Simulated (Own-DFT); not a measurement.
Simulation results for Al32O47 (corundum with one vacancy, atoms displaced)

A calculation, not a measurement: plane-wave PBE density functional theory by an unreviewed code, no spin, of a simulated periodic cell, stress positive in tension, free energy of the whole cell less one offset for each atom, defect cell not probed for a lower state with spin; oxygen file: force components 24 meV/angstrom off all-electron in one glass; forces on such cells passed a denser k mesh, this cell's mesh not checked; offsets are fitted by least squares, one for each functional and potential file, so energies compare only between cells with the same atoms and settings and are not formation energies; the far tail of each file's local potential was reset to the Coulomb form; each entry is a single point on an unrelaxed cell, so the pressure reflects the starting lattice, mostly measured values, from which strain is counted, and rises with the displacements; printed positions are rounded, which can move forces by about a meV/angstrom; the program is a retired in-house code; no spin-orbit coupling; before rounding, a Quantum ESPRESSO 7.3.1 run of the same cell and cutoff gave forces within 1 meV/angstrom rms on each cell, which checks the program and not the settings. Program: Own-DFT development build.

Settings shared by all entries: functional PBE; potential files PseudoDojo norm-conserving, scalar-relativistic, standard set; wave cutoff 72 hartree; occupations Fermi-Dirac; smearing width 0.1 eV; k mesh 3 x 3 x 3 centred on Gamma.

(1) Al32O47 (corundum with one vacancy, atoms displaced)

```
Al32O47
1.0
      5.4940     0.0000     8.6604
     -2.7470     4.7579     8.6604
     -2.7470    -4.7579     8.6604
Al O Al O Al O Al O Al O Al O Al O Al O
4 6 4 6 4 6 4 5 4 6 4 6 4 6 4 6
Direct
  0.18153 0.18050 0.16989
  0.33386 0.33159 0.30624
  0.42571 0.43688 0.42622
  0.07555 0.07932 0.07175
  0.28449 0.46213 0.13386
  0.47906 0.12822 0.27322
  0.14309 0.28286 0.45646
  0.22653 0.02274 0.38631
  0.03413 0.38046 0.20979
  0.37424 0.21989 0.01755
  0.17469 0.18840 0.68005
  0.33321 0.31546 0.82835
  0.42039 0.42159 0.93576
  0.06269 0.08404 0.57174
  0.28836 0.46246 0.62885
  0.46713 0.12863 0.77538
  0.12180 0.27831 0.97080
  0.21143 0.02458 0.88313
  0.02669 0.37609 0.72561
  0.37366 0.22063 0.52753
  0.17297 0.68109 0.17993
  0.32364 0.81664 0.32022
  0.43770 0.91267 0.42582
  0.06759 0.57839 0.06921
  0.27286 0.97626 0.12032
  0.47561 0.61967 0.28364
  0.13311 0.77644 0.46342
  0.21850 0.52371 0.38056
  0.03001 0.88054 0.21377
  0.37657 0.72087 0.02403
  0.18263 0.66591 0.67604
  0.33189 0.83202 0.81178
  0.43181 0.93101 0.91844
  0.08214 0.56807 0.56454
  0.27397 0.97954 0.62363
  0.46557 0.62729 0.79085
  0.12464 0.77940 0.96362
  0.22593 0.52433 0.87093
  0.03970 0.87149 0.71505
  0.68067 0.17161 0.17455
  0.81666 0.32853 0.31651
  0.92893 0.42597 0.42992
  0.57740 0.07718 0.06678
  0.77892 0.47520 0.12267
  0.97585 0.12671 0.27694
  0.62358 0.28316 0.47669
  0.71918 0.03330 0.37784
  0.52715 0.35735 0.23469
  0.87765 0.20911 0.03437
  0.67233 0.17438 0.67992
  0.82533 0.31636 0.82625
  0.92230 0.42437 0.92293
  0.57678 0.07731 0.57160
  0.77402 0.47360 0.62617
  0.97819 0.12575 0.77631
  0.62758 0.27344 0.96784
  0.72778 0.02308 0.87260
  0.52227 0.37440 0.72805
  0.86927 0.22575 0.52143
  0.66595 0.67783 0.17770
  0.82872 0.82858 0.32515
  0.92983 0.91718 0.42701
  0.58143 0.58082 0.06508
  0.77231 0.96692 0.12813
  0.96554 0.60925 0.28806
  0.62600 0.77683 0.47836
  0.71755 0.52822 0.37893
  0.53521 0.86887 0.22035
  0.88144 0.72148 0.01545
  0.66522 0.67176 0.68733
  0.82255 0.82109 0.82416
  0.91812 0.93162 0.92407
  0.56187 0.56715 0.58838
  0.78877 0.97005 0.62056
  0.96233 0.62224 0.78349
  0.63267 0.77308 0.97399
  0.74046 0.51646 0.87138
  0.52832 0.87310 0.71265
  0.87900 0.72207 0.52593
```

| Property | Result |
| --- | --- |
| free energy of cell above offsets | -52.141 eV |
| pressure | 8.99 GPa |
| stress xx | -9.07 GPa |
| stress yy | -9.5 GPa |
| stress zz | -8.41 GPa |
| stress yz | -0.16 GPa |
| stress xz | 0.39 GPa |
| stress xy | 0.49 GPa |

Force:
```csv
element,x (eV/Å),y (eV/Å),z (eV/Å)
Al,-1.771,-1.624,-0.263
Al,-0.393,-4.805,1.104
Al,1.058,-2.479,-2.069
Al,-0.088,-0.359,0.052
O,-0.302,4.104,-1.982
O,0.61,-0.658,-1.806
O,-2.886,-1.112,-1.369
O,1.111,1.601,-1.913
O,-0.177,-1.117,-0.587
O,0.936,-1.491,2.083
Al,2.192,-0.428,-2.351
Al,-2.077,1.684,-1.262
Al,-0.289,1.108,0.472
Al,2.232,-0.951,1.062
O,-1.113,0.796,-0.656
O,1.527,-0.78,-0.023
O,0.492,0.414,0.245
O,1.363,0.865,0.83
O,0.348,0.407,-0.275
O,0.365,-0.355,1.737
Al,1.1,0.325,-1.8
Al,-0.932,1.192,2.267
Al,-2.191,0.782,0.407
Al,0.29,0.137,0.885
O,1.429,-0.94,0.947
O,0.035,1.588,-0.652
O,-0.528,-1.166,-0.838
O,1.188,1.787,0.332
O,-0.593,-1.207,-0.19
O,0.485,-0.456,1.448
Al,-0.381,1.09,0.936
Al,-2.685,-0.236,-1.55
Al,-1.141,-1.088,-1.139
Al,-2.322,-1.13,1.156
O,1.118,-0.49,-0.007
O,1.397,-0.804,-1.078
O,-0.272,-1.317,0.771
O,-0.482,-0.924,0.761
O,-1.046,0.083,-0.605
Al,-0.859,-0.797,-0.311
Al,0.798,-1.026,2.096
Al,0.202,-1.123,-1.737
Al,-0.741,-1.541,0.299
O,-0.285,0.232,-1.151
O,-0.155,-0.484,-0.659
O,-0.228,-0.206,-1.096
O,1.478,-0.192,-0.285
O,0.542,3.219,2.564
O,-0.543,1.295,-0.053
Al,1.138,1.232,0.413
Al,0.097,0.765,-0.067
Al,1.167,-0.506,1.776
Al,-0.522,0.8,-1.101
O,-0.09,-1.137,0.377
O,-1.014,0.271,-0.94
O,-0.193,0.325,0.146
O,-1.059,0.714,-0.379
O,1.038,-1.052,0.045
O,0.3,-0.579,1.37
Al,2.161,-1.013,2.501
Al,-0.442,-0.962,-2.182
Al,-0.449,1.164,1.26
Al,-0.087,-1.529,-1.714
O,0.693,0.127,0.73
O,-0.008,4.27,2.939
O,0.447,0.152,0.09
O,0.071,0.424,-0.597
O,-1.214,0.797,-0.213
O,-1.616,-0.491,-0.177
Al,2.271,0.751,-0.446
Al,2.155,0.268,1.032
Al,2.398,-0.758,0.563
Al,0.552,2.369,-0.032
O,-1.474,-0.318,-0.488
O,1.475,1.13,0.45
O,-1.797,1.005,-1.612
O,-3.129,0.432,-1.05
O,-0.621,0.096,2.801
O,-0.062,-0.172,-0.244
```

(2) Al32O47 (corundum with one vacancy, atoms displaced)

```
Al32O47
1.0
      5.4940     0.0000     8.6604
     -2.7470     4.7579     8.6604
     -2.7470    -4.7579     8.6604
Al O Al O Al O Al O Al O Al O Al O Al O
4 6 4 6 4 6 4 5 4 6 4 6 4 6 4 6
Direct
  0.16960 0.16897 0.17948
  0.32133 0.31547 0.33062
  0.43144 0.41107 0.43940
  0.06762 0.07416 0.08587
  0.26979 0.47857 0.13007
  0.47728 0.13113 0.27010
  0.12864 0.28477 0.46923
  0.23711 0.02556 0.36318
  0.01594 0.39412 0.21999
  0.37511 0.21816 0.03394
  0.18182 0.16753 0.67229
  0.33241 0.32096 0.81900
  0.42207 0.42641 0.93298
  0.09153 0.06855 0.56082
  0.27706 0.48252 0.61525
  0.46081 0.12538 0.77600
  0.12431 0.27589 0.97779
  0.22490 0.02436 0.87400
  0.02624 0.37955 0.72357
  0.37507 0.21440 0.53807
  0.16983 0.68247 0.17222
  0.32241 0.81590 0.33802
  0.41776 0.92539 0.43511
  0.06990 0.58102 0.06947
  0.27765 0.97653 0.11951
  0.46537 0.62936 0.27178
  0.13045 0.78217 0.46297
  0.22407 0.53586 0.37661
  0.03173 0.87859 0.22229
  0.39093 0.71773 0.02383
  0.17712 0.67814 0.67122
  0.32433 0.82553 0.81774
  0.42164 0.92214 0.94299
  0.07298 0.56852 0.57962
  0.28318 0.96721 0.62773
  0.47110 0.62294 0.78139
  0.11987 0.78285 0.97163
  0.22910 0.53346 0.86369
  0.36554 0.72463 0.53349
  0.66814 0.18097 0.17570
  0.81795 0.33168 0.32472
  0.92968 0.41943 0.43105
  0.57642 0.06397 0.07725
  0.79229 0.45969 0.12074
  0.96708 0.12266 0.27269
  0.61781 0.28019 0.47744
  0.72878 0.02558 0.37773
  0.52835 0.36850 0.22854
  0.88863 0.21438 0.02564
  0.68752 0.18483 0.66418
  0.82285 0.32599 0.82676
  0.93936 0.42219 0.91136
  0.57199 0.08491 0.56668
  0.77932 0.46986 0.62251
  0.96902 0.12837 0.78448
  0.62371 0.27260 0.97202
  0.72118 0.02308 0.87920
  0.53968 0.36049 0.72310
  0.86998 0.21620 0.53231
  0.67101 0.67478 0.18070
  0.81736 0.82839 0.33200
  0.91836 0.93375 0.42411
  0.56078 0.57373 0.07805
  0.77060 0.96087 0.13286
  0.96720 0.61873 0.29367
  0.62516 0.77838 0.47562
  0.71728 0.53345 0.36539
  0.52553 0.87236 0.22607
  0.87065 0.72911 0.02831
  0.66760 0.68577 0.68020
  0.83072 0.82061 0.82328
  0.91561 0.93689 0.91955
  0.58127 0.56382 0.57900
  0.77368 0.97682 0.62715
  0.97894 0.61852 0.77659
  0.62932 0.78041 0.96364
  0.72602 0.52395 0.87957
  0.52484 0.87722 0.71898
  0.87477 0.72425 0.52813
```

| Property | Result |
| --- | --- |
| free energy of cell above offsets | -52.061 eV |
| pressure | 9.5 GPa |
| stress xx | -11.1 GPa |
| stress yy | -8.09 GPa |
| stress zz | -9.29 GPa |
| stress yz | 0.09 GPa |
| stress xz | -0.66 GPa |
| stress xy | -0.15 GPa |

Force:
```csv
element,x (eV/Å),y (eV/Å),z (eV/Å)
Al,0.604,2.006,0.852
Al,0.572,2.705,1.916
Al,-2.257,3.655,-1.532
Al,2.407,1.493,-1.446
O,0.97,-0.069,-0.345
O,-1.192,-2.069,-0.693
O,-0.37,-2.192,-1.564
O,-2.21,-0.057,0.678
O,1.576,-2.655,-1.016
O,-0.405,0.594,-0.223
Al,-1.997,-1.118,2.007
Al,-0.896,-0.692,-0.292
Al,0.014,-0.538,-0.427
Al,-2.342,-1.631,-0.998
O,0.471,-2.01,0.905
O,0.35,0.087,1.21
O,0.696,0.928,0.407
O,-0.574,-0.289,-0.268
O,1.56,-0.37,-1.592
O,-0.369,1.71,-1.09
Al,0.123,-1.127,1.143
Al,1.658,1.799,-1.193
Al,3.357,0.623,0.196
Al,-0.12,0.136,0.333
O,-1.421,-1.919,1.391
O,0.773,-0.967,0.973
O,-2.109,-0.59,-0.191
O,0.58,-0.467,-1.548
O,-0.045,-0.826,-1.409
O,-3.59,1.221,-2.84
Al,-1.372,-0.239,-0.364
Al,-0.539,-1.584,2.047
Al,1.852,2.294,-1.656
Al,0.438,2.384,-0.028
O,-0.693,1.826,-1.228
O,0.421,-0.057,-0.326
O,0.317,0.084,-0.149
O,-0.312,-1.195,0.375
O,1.805,0.005,1.454
Al,2,-0.155,0.445
Al,1.057,0.922,-0.978
Al,-0.35,1.701,0.019
Al,-0.747,0.426,0.021
O,-1.571,0.596,0.015
O,-1.276,-0.029,3.206
O,1.86,0.007,1.055
O,-1.295,1.333,-1.25
O,-0.365,0.169,0.099
O,-2.265,0.486,-1.872
Al,-1.692,-4.378,-2.663
Al,-0.183,-0.133,0.028
Al,-2.152,-2.171,1.215
Al,0.473,-3.615,0.371
O,-0.205,-0.637,0.175
O,1.07,0.803,-0.727
O,0.342,0.563,1.107
O,0.22,1.421,-0.355
O,-1.806,1.507,0.887
O,3.589,2.677,2.348
Al,0.645,1.906,-1.468
Al,1.446,-0.21,-0.811
Al,1.211,-2.031,0.636
Al,3.171,-1.457,2.345
O,0.133,0.69,1.244
O,0.02,1.597,0.358
O,-0.977,-0.133,-0.942
O,-0.991,-2.581,1.398
O,-0.052,-0.494,-0.093
O,0.765,-0.156,-0.431
Al,1.274,-0.528,0.252
Al,-0.727,0.071,-0.832
Al,0.672,-0.974,0.987
Al,-0.596,1.011,-0.084
O,0.748,0.195,0.146
O,-0.552,1.041,0.776
O,-0.006,-0.897,0.572
O,-0.298,0.61,-1.18
O,0.028,0.521,0.28
O,-0.35,-0.558,0.23
```

(3) Al32O47 (corundum with one vacancy, atoms displaced)

```
Al32O47
1.0
      5.4940     0.0000     8.6604
     -2.7470     4.7579     8.6604
     -2.7470    -4.7579     8.6604
Al O Al O Al O Al O Al O Al O Al O Al O
4 5 4 6 4 6 4 6 4 6 4 6 4 6 4 6
Direct
  0.17944 0.17457 0.17764
  0.33193 0.31570 0.32329
  0.43853 0.42752 0.41707
  0.07243 0.06598 0.08292
  0.28244 0.47328 0.12003
  0.47518 0.12720 0.27143
  0.12540 0.28383 0.46031
  0.21230 0.03435 0.38089
  0.03112 0.36622 0.22773
  0.17850 0.17994 0.66774
  0.32054 0.31830 0.81816
  0.42942 0.42036 0.91955
  0.06612 0.07329 0.58003
  0.28813 0.47053 0.62976
  0.47398 0.12948 0.77323
  0.12615 0.28341 0.96837
  0.22420 0.03405 0.86851
  0.02192 0.37605 0.73194
  0.37456 0.22308 0.52862
  0.17688 0.68036 0.16808
  0.33714 0.82416 0.31463
  0.42433 0.92392 0.42692
  0.08156 0.57333 0.07040
  0.27685 0.97818 0.11960
  0.47467 0.62427 0.26770
  0.11673 0.78705 0.47214
  0.21807 0.53643 0.37278
  0.03246 0.87172 0.21952
  0.37451 0.72025 0.02277
  0.17878 0.67907 0.66728
  0.31548 0.83043 0.81905
  0.40752 0.92733 0.93897
  0.07340 0.58135 0.56479
  0.28202 0.97214 0.61774
  0.46657 0.63391 0.77330
  0.12739 0.77871 0.97119
  0.21366 0.52726 0.87800
  0.02219 0.86791 0.73461
  0.37705 0.72360 0.52456
  0.67296 0.18388 0.16993
  0.82311 0.32099 0.32721
  0.92126 0.42726 0.42705
  0.56141 0.08165 0.08664
  0.77173 0.46994 0.13678
  0.97498 0.12410 0.28115
  0.61877 0.27258 0.47610
  0.71271 0.02338 0.38285
  0.52390 0.36951 0.22890
  0.87281 0.22210 0.02716
  0.67051 0.18145 0.68057
  0.81356 0.34192 0.81829
  0.92393 0.43038 0.92465
  0.57346 0.06997 0.57794
  0.76662 0.48079 0.63506
  0.97472 0.13166 0.77846
  0.63575 0.27495 0.98478
  0.71857 0.02588 0.88239
  0.52556 0.37775 0.70777
  0.87934 0.21890 0.52900
  0.67819 0.66495 0.18419
  0.83023 0.81868 0.31087
  0.92707 0.92005 0.42641
  0.57585 0.56649 0.08594
  0.78211 0.97909 0.11724
  0.97875 0.62162 0.28389
  0.62322 0.77602 0.47418
  0.71958 0.52878 0.37039
  0.53434 0.87805 0.22068
  0.86999 0.71718 0.03377
  0.67083 0.67266 0.67966
  0.82249 0.83146 0.81435
  0.92205 0.92600 0.92255
  0.57069 0.57049 0.56992
  0.77991 0.98104 0.61668
  0.96931 0.62241 0.78097
  0.62307 0.77546 0.97341
  0.72025 0.52175 0.87901
  0.53182 0.87667 0.72345
  0.88513 0.70398 0.53515
```

| Quantity | Value |
| --- | --- |
| free energy of cell above offsets | -52.869 eV |
| pressure | 8.88 GPa |
| stress xx | -8.63 GPa |
| stress yy | -9.6 GPa |
| stress zz | -8.41 GPa |
| stress yz | 0.98 GPa |
| stress xz | 0.72 GPa |
| stress xy | 0.18 GPa |

Force:
```csv
element,x (eV/Å),y (eV/Å),z (eV/Å)
Al,-0.196,0.947,0.027
Al,-1.77,1.062,0.203
Al,-2.295,-1.728,-1.352
Al,-1.177,2.519,-0.358
O,0.254,-0.38,-0.368
O,-0.891,-1.461,0.071
O,-0.115,-1.076,0.904
O,1.896,-0.486,-0.48
O,-0.887,1.364,0.495
Al,-1.494,-0.083,0.456
Al,-0.73,-0.42,1.295
Al,-0.845,-0.142,0.785
Al,0.651,0.083,0.991
O,-0.101,2.952,-2.17
O,-0.261,-1.58,-0.282
O,-0.378,-1.247,-0.303
O,-0.426,-0.828,-0.079
O,1.61,1.269,-0.462
O,-0.163,0.17,-0.41
Al,0.813,-1.363,0.436
Al,-1.589,-0.024,-0.507
Al,0.28,0.349,0.808
Al,-0.673,-0.633,-0.844
O,-0.716,-1.662,1.143
O,-1.753,-0.403,1.852
O,2.082,-0.568,1.062
O,1.264,-0.243,0.24
O,-0.77,-0.18,0.154
O,-0.138,-0.211,1.037
Al,-0.807,-1.551,-0.225
Al,1.112,-0.275,1.288
Al,4.075,1.338,-0.722
Al,1.057,-2.583,0.713
O,-1.049,-0.146,0.176
O,0.315,-1.176,-1.193
O,-1.062,0.208,-1.002
O,1.298,0.303,0.556
O,0.929,1.599,0.253
O,-0.2,0.441,-0.894
Al,1.533,-2.351,1.708
Al,0.828,-0.766,-0.416
Al,0.966,-0.057,0.796
Al,1.667,1.625,-1.271
O,1.083,0.344,-0.968
O,0.163,-0.191,-1.09
O,1.38,1.143,1.579
O,1.486,0.629,-0.065
O,0.011,0.949,0.973
O,0.48,-0.793,1.753
Al,1.315,-1.047,-1.073
Al,2.252,-2.996,1.265
Al,0.377,-0.827,-0.457
Al,-0.035,0.242,-0.009
O,1.751,1.079,-3.038
O,0.379,-0.113,-1.715
O,-1.52,2.95,-3.829
O,-0.186,1.191,-0.225
O,-0.681,-0.465,2.12
O,-2.07,0.404,-0.447
Al,0.631,3.545,-0.272
Al,-2.169,-0.002,1.258
Al,-1.446,0.678,-0.538
Al,0.808,2.597,-2.119
O,0.205,-1.303,-0.369
O,0.135,0.079,-1.755
O,0.754,0.59,-0.345
O,-0.193,-2.177,1.47
O,-0.644,-1.291,-1.392
O,0.663,-0.112,1.065
Al,-0.685,1.297,1.457
Al,-0.683,-1.803,-0.61
Al,-0.802,-0.427,1.175
Al,-0.464,0.499,1.833
O,0.129,-0.88,0.222
O,-0.033,1.26,0.695
O,-0.31,0.15,0.26
O,-1.468,0.433,1.192
O,-0.089,-0.609,-1.009
O,-2.669,2.365,-1.105
```
